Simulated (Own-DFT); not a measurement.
# How strain changes the stress of 4H SiC, 72 atoms (C36Si36)

Calculated results; nothing here was measured. They come from Own-DFT, an in-house plane-wave density functional program, since retired, whose code no person has reviewed. Each row is one single-point run on a periodic cell that was not relaxed, without spin or spin-orbit coupling.

Settings of every run: PBE; PseudoDojo norm-conserving scalar-relativistic files; cutoff 42 hartree; 4 x 4 x 3 k mesh centred on Gamma; Fermi-Dirac smearing of 0.1 eV.

Known limits: forces on such cells passed a denser k mesh, each cell not checked; stress not checked against mesh or cutoff.

Unstrained cell vectors in Å: (9.248, 0.000, 0.000); (-4.624, 8.009, 0.000); (0.000, 0.000, 10.068). The unstrained cell has measured lattice constants (interpolated for alloys), not those of this functional. That, the random moves and any unrelaxed bonds set the pressure at no strain. Each run strains this cell uniformly, with the atoms carried along. Every atom was also moved at random, by a Gaussian of width 0.05 Å on each axis. Strain is the symmetric tensor, in per cent. Stress is positive in tension, and the pressure is minus a third of its trace.

| run | e_xx (%) | e_yy (%) | e_zz (%) | e_yz (%) | e_xz (%) | e_xy (%) | s_xx (GPa) | s_yy (GPa) | s_zz (GPa) | s_yz (GPa) | s_xz (GPa) | s_xy (GPa) | P (GPa) | E (meV/atom) |
|---|---|---|---|---|---|---|---|---|---|---|---|---|---|---|
| 1 | -0.40 | 0.54 | 0.07 | -0.21 | -1.92 | 1.26 | -5.28 | -2.33 | -7.52 | -0.71 | -6.18 | 5.32 | 5.04 | 17.8 |
| 2 | -0.59 | 1.43 | 1.56 | -1.08 | 0.75 | 0.38 | -7.07 | 3.27 | 3.57 | -3.09 | 1.97 | 1.74 | 0.07 | 0.0 |
| 3 | -1.09 | 0.24 | 1.92 | 1.18 | 1.01 | -0.10 | -8.93 | -4.93 | 4.56 | 4.17 | 2.27 | 0.30 | 3.10 | 14.1 |
| 4 | -1.53 | 1.37 | 0.60 | 1.50 | -0.98 | -1.74 | -13.39 | 0.92 | -3.05 | 5.14 | -5.68 | -8.60 | 5.17 | 33.2 |
| 5 | 0.06 | -1.99 | 0.94 | 1.86 | 1.80 | -0.92 | -7.09 | -17.54 | -1.04 | 5.91 | 5.57 | -5.25 | 8.56 | 35.9 |
| 6 | -1.95 | 1.71 | 1.51 | -1.72 | 1.96 | -1.83 | -14.39 | 2.33 | 2.67 | -6.80 | 6.25 | -6.86 | 3.13 | 32.1 |
| 7 | 0.83 | 1.71 | 0.34 | -0.07 | 1.48 | -0.94 | 1.37 | 4.20 | -2.33 | -0.26 | 4.56 | -4.54 | -1.08 | 3.7 |
| 8 | 1.94 | 1.98 | 1.28 | -0.92 | -1.51 | 0.11 | 7.33 | 6.14 | 1.48 | -3.80 | -4.38 | 0.67 | -4.98 | 18.0 |
| 9 | -0.68 | 0.41 | -1.80 | 1.20 | 0.13 | -0.17 | -7.08 | -5.41 | -19.61 | 4.19 | 0.10 | 0.05 | 10.70 | 39.3 |
| 10 | 0.71 | -1.40 | 0.92 | -0.20 | -1.99 | -0.23 | -2.59 | -10.87 | -0.56 | -1.60 | -7.03 | -1.76 | 4.67 | 6.3 |
| 11 | -1.13 | 0.27 | 0.32 | -1.92 | -1.04 | -0.40 | -9.62 | -4.51 | -5.20 | -7.17 | -4.55 | -2.41 | 6.44 | 3.9 |
| 12 | -1.24 | 1.51 | -0.25 | 0.58 | -0.36 | -0.55 | -10.18 | 1.41 | -6.82 | 1.38 | -1.93 | -1.48 | 5.20 | 5.9 |
| 13 | -1.16 | -0.88 | -1.94 | -0.57 | -0.75 | -0.57 | -11.56 | -11.83 | -21.90 | -2.01 | -2.40 | -1.52 | 15.10 | 28.8 |
| 14 | -1.36 | 1.36 | 1.17 | 0.34 | -0.12 | -0.74 | -10.81 | 0.12 | 2.26 | 1.83 | -0.56 | -0.79 | 2.81 | 9.6 |
| 15 | -1.59 | -1.86 | -1.65 | 0.58 | -1.59 | 1.84 | -19.43 | -20.56 | -17.20 | 2.58 | -6.08 | 12.07 | 19.06 | 64.9 |
| 16 | -1.94 | -1.43 | 0.90 | -1.43 | -1.43 | -0.97 | -15.55 | -14.63 | -4.55 | -5.77 | -4.84 | -4.76 | 11.57 | 34.7 |
| 17 | -0.05 | -0.94 | 1.24 | -1.95 | -1.63 | -1.52 | ? | ? | ? | ? | ? | ? | ? | ? |

E is the free energy for each atom above the lowest run shown.

## Worked fit

Each stress component was fitted by least squares to a constant and the strains of the runs shown, as fractions, with shears doubled. Shear strains stay in the fit of a normal stress only where such slopes are resolved. The slopes, in GPa:

```
stress,at no strain,per e_xx,per e_yy,per e_zz,scatter
s_xx,-5.0,547 ± 36,108 ± 29,20 ± 34,1.49
s_yy,-6.0,84 ± 27,554 ± 22,57 ± 25,1.11
s_zz,-7.0,36 ± 33,49 ± 27,644 ± 31,1.37
```

Each shear stress against twice its own strain: yz 180 ± 5, xz 173 ± 8, xy 261 ± 20 GPa. These are stiffnesses along x, y and z of the frame in which the cell vectors are given, which need not be the crystal's axes. The atoms are held to the strained lattice; where symmetry lets them move under strain, relaxing them would lower some slopes. The table should be nearly symmetric about its diagonal, and what it lacks of that shows the noise. A ninth of its sum, 233 ± 6 GPa, estimates the bulk modulus near the mean pressure of these runs, 5.9 GPa, so it lies above the value at zero pressure.

## Withheld run

Question: what normal stresses and pressure should run 17 give?

The fit gives s_xx = -6.1, s_yy = -10.5, s_zz = 0.6 and P = 5.3 GPa. The calculation gave -3.65, -10.75, 0.26 and P = 4.71 GPa.
